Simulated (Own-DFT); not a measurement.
# Response to strain: wurtzite AlGaN with randomly placed atoms, 72 atoms (Al9Ga27N36)

All numbers below are calculated, not measured. The program, named Own-DFT, is a retired in-house plane-wave density functional code that no person has reviewed. Each row is one single-point run on a periodic cell that was not relaxed, without spin or spin-orbit coupling.

Settings of every run: PBE; PseudoDojo norm-conserving scalar-relativistic files; cutoff 42 hartree; 4 x 4 x 3 k mesh centred on Gamma; Fermi-Dirac smearing of 0.1 eV.

Known limits: forces on such cells passed a denser k mesh, each cell not checked; stress not checked against mesh or cutoff.

Unstrained cell vectors in Å: (9.509, 0.000, 0.000); (-4.755, 8.235, 0.000); (0.000, 0.000, 10.268). The unstrained cell has measured lattice constants (interpolated for alloys), not those of this functional. That, the random moves and any unrelaxed bonds set the pressure at no strain. Each run strains this cell uniformly, with the atoms carried along. Every atom was also moved at random, by a Gaussian of width 0.05 Å on each axis. The random placing of the alloy's atoms differs from row to row. Strain is the symmetric tensor, in per cent. Stress is positive in tension, and the pressure is minus a third of its trace.

```
run  e_xx (%)  e_yy (%)  e_zz (%)  s_xx (GPa)  s_yy (GPa)  s_zz (GPa)  P (GPa)  E (meV/atom)
  1     -1.00     -1.00      0.00      -12.85      -14.84       -7.30    11.66          30.4
  2     -1.50     -1.50      0.00      -16.89      -16.61      -10.73    14.74          60.2
  3      2.50      2.50      0.00        5.12        6.15       -7.62    -1.21          24.4
  4     -2.75     -2.75      0.00      -23.03      -25.66      -12.04    20.25          70.0
  5      1.50      1.50      0.00        0.84        0.26       -5.13     1.34           0.0
  6      3.00      3.00      0.00        5.85        7.24       -2.42    -3.55          13.5
  7      0.50      0.50      0.00       -3.51       -5.34       -8.42     5.76          28.8
  8     -1.75     -1.75      0.00      -15.79      -20.88      -11.19    15.95          69.9
  9      0.25      0.25      0.00           ?           ?           ?        ?             ?
```

E is the free energy for each atom above the lowest run shown.

## Worked fit

The change of volume is close to e_xx + e_yy + e_zz. A straight line through the runs shown gives P = 8.45 - 206 x (fractional change of volume) GPa, with an error of 7 on the slope and a scatter of 0.75 GPa. The strain isn't the same on all axes and the cell isn't cubic, so the slope belongs to this path and is not the bulk modulus.

## Withheld run

Question: what pressure should run 9 give? Its volume changes by 0.50 %.

The line gives 7.4 GPa. The calculation gave 6.37 GPa.
